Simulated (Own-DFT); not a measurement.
# What random displacements cost in hexagonal WC, 64 atoms (C32W32)

Calculated results; nothing here was measured. They come from Own-DFT, an in-house plane-wave density functional program, since retired, whose code no person has reviewed. Each row is one single-point run on a periodic cell that was not relaxed, without spin or spin-orbit coupling.

Settings of every run: PBEsol; PseudoDojo norm-conserving scalar-relativistic files, made for PBE; cutoff 50 hartree; 4 x 4 x 4 k mesh centred on Gamma; cold (Marzari-Vanderbilt) smearing of 0.2 eV.

Known limits, some of them of some rows only: some atoms lie very close together; forces on such cells moved up to 12 meV/angstrom on a denser k mesh; stress not checked against mesh or cutoff.

Cell vectors in Å: (5.833, -5.052, -2.839); (0.000, -5.052, 8.518); (-5.833, -5.052, -2.839). In each run every atom was moved at random and independently from its ideal site; u is the rms move along one axis. E is the free energy for each atom above the fitted value at u = 0, and F the rms of the force components.

| run | u (Å) | E (meV/atom) | F (eV/Å) | largest force (eV/Å) | P (GPa) |
|---|---|---|---|---|---|
| 1 | 0.0186 | 13.0 | 0.484 | 1.71 | -4.84 |
| 2 | 0.0201 | 16.2 | 0.556 | 2.45 | -4.68 |
| 3 | 0.0469 | 86.2 | 1.364 | 5.53 | -1.83 |
| 4 | 0.0479 | ? | ? | ? | ? |
| 5 | 0.0505 | 93.1 | 1.374 | 5.79 | -1.62 |
| 6 | 0.0982 | 400.5 | 3.097 | 12.63 | 11.47 |
| 7 | 0.1021 | 382.6 | 2.879 | 10.00 | 9.78 |
| 8 | 0.1533 | 888.7 | 4.994 | 25.66 | 30.05 |

## Worked fit

For small independent moves the energy grows as E = (3/2) K u², with K the mean stiffness felt by one atom. The runs with u up to 0.11 Å give K = 25.7 ± 0.8 eV/Å², with residuals divided by u² + 0.0006 Å², since the noise grows with the moves. The scatter is 5.9 meV/atom at u = 0.05 Å. The forces follow F = G u with G = 28.3 eV/Å²; no force at u = 0 is resolved. G exceeds K because the moves of its neighbours add to the force on an atom, and stiffness differs between atoms. At u = 0.153 Å the parabola gives 908 meV/atom and the run 889. The pressure follows P = -5.38 + 1587 u² GPa: at fixed volume, shortened bonds push harder than stretched ones pull.

## Withheld run

Question: what energy and rms force should run 4 give?

The fit gives 89 ± 6 meV/atom and about 1.36 eV/Å. The calculation gave 81.9 meV/atom and 1.302 eV/Å.
